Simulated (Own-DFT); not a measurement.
# Stretching a layer in its plane: diamond-structure SiGeSn with randomly placed atoms, 64 atoms (Ge48Si8Sn8)

Source: density functional calculations with Own-DFT, an unreviewed in-house program that is no longer used. Nothing was measured or relaxed, and spin and spin-orbit coupling are left out.

All runs used: PBE; PseudoDojo norm-conserving scalar-relativistic files; cutoff 49 hartree; 3 x 3 x 3 k mesh centred on Gamma; Fermi-Dirac smearing of 0.1 eV.

Limits: forces on such cells moved up to 12 meV/angstrom on a denser k mesh; stress not checked against mesh or cutoff.

Unstrained cell vectors in Å: (11.467, 0.000, 0.000); (0.000, 11.467, 0.000); (0.000, 0.000, 11.467). The unstrained cell has measured lattice constants (interpolated for alloys), not those of this functional. That, the random moves and any unrelaxed bonds set the pressure at no strain. Each run strains x and y alike by e, as a substrate would, and holds the height along z. All atoms carry random offsets, Gaussian with a width of 0.05 Å per axis. The random placing of the alloy's atoms differs from row to row. Stress is positive in tension.

| e (%) | u (Å) | (s_xx + s_yy)/2 (GPa) | s_zz (GPa) |
|---|---|---|---|
| -3.00 | 0.047 | -10.95 | -9.02 |
| -2.25 | 0.050 | -9.29 | -8.16 |
| -2.00 | 0.052 | ? | ? |
| -1.50 | 0.050 | -7.88 | -6.78 |
| -1.25 | 0.046 | -7.13 | -6.46 |
| -0.50 | 0.050 | -6.02 | -5.81 |
| 0.25 | 0.049 | -4.50 | -4.80 |
| 1.25 | 0.052 | -2.72 | -3.48 |
| 1.75 | 0.055 | -2.49 | -3.21 |
| 2.75 | 0.054 | -0.74 | -2.33 |

## Worked fit

With e as a fraction, the in-plane stress is -5.0 + 174 e - 807 e² GPa (errors 3 and 206, scatter 0.18), and s_zz is -5.0 + 117 e - 627 e² GPa (slope ± 3, scatter 0.16). At e = 0 the first slope is C11 + C12 and the second 2 C12, both with the ions held to the strained lattice and at the cell's own pressure. The term in e² is negative: the layer stiffens under compression and softens under tension. A free layer would change its height as e changes, and the in-plane slope would drop by 2 C12²/C11 to the biaxial modulus. At fixed height, a misfit of 1 % moves the in-plane stress by about 1.7 GPa and s_zz by 1.2 GPa.

## Prediction

The question: what are the two stresses at e = -2.00 %?

The fitted form gives -8.8 and -7.6 GPa. DFT gave -8.66 and -7.59 GPa.
